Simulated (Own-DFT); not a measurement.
# Which arrangement is lower? As32Ga32, 64 atoms

These are calculations, not measurements. They come from Own-DFT, an in-house plane-wave density functional program, since retired, whose code no person has reviewed. Each row is one single-point run on a periodic cell that was not relaxed, without spin or spin-orbit coupling.

Settings of every run: PBE; PseudoDojo norm-conserving scalar-relativistic files; cutoff 42 hartree; 3 x 3 x 3 k mesh centred on Gamma; Fermi-Dirac smearing of 0.1 eV.

Known limits, some of them of some rows only: not probed for a lower state with spin; forces on such cells failed a check on a denser k mesh; forces not confirmed at this smearing and k mesh; stress not checked against mesh or cutoff.

All cells hold the same atoms in the same cell, with vectors in Å (11.307, 0.000, 0.000); (0.000, 11.307, 0.000); (0.000, 0.000, 11.307). Every atom was moved at random from its ideal site; u is the rms move along one axis. The defect's site can differ from row to row. E is the free energy of the cell above the lowest run. The arrangements:

- A: zincblende GaAs
- B: zincblende GaAs, with one As on a Ga site and one Ga on an As site, 2.4 Å apart

```
arrangement   u (Å)  E (eV)  P (GPa)
          A  0.0192   0.000     3.50
          A  0.0200   0.067     3.52
          A  0.0211   0.107     3.53
          A  0.0514   2.731     4.09
          A  0.0533   2.580     4.05
          A  0.0541   2.753     4.09
          B  0.0271   2.865     3.86
          B  0.0304   3.235     3.96
          B  0.0321   3.129     3.95
          B  0.0500   4.553     4.28
          B  0.0512   4.674     4.28
          B  0.0539   5.036     4.32
```

Question: once the cost of the random moves is taken out, how do the arrangements rank?

## Worked answer

Fit E = a + b u², with one b for all and one a for each arrangement, and with residuals divided by u², since the noise grows with the moves. Then b = 1045 eV/Å², the scatter at u = 0.04 Å is 0.14 eV, and against A:

- B: 2.49 ± 0.05 eV (higher)

These are energies of unrelaxed cells. Relaxing the atoms lowers the strained arrangements most, so the gaps would shrink and small ones could change sign.
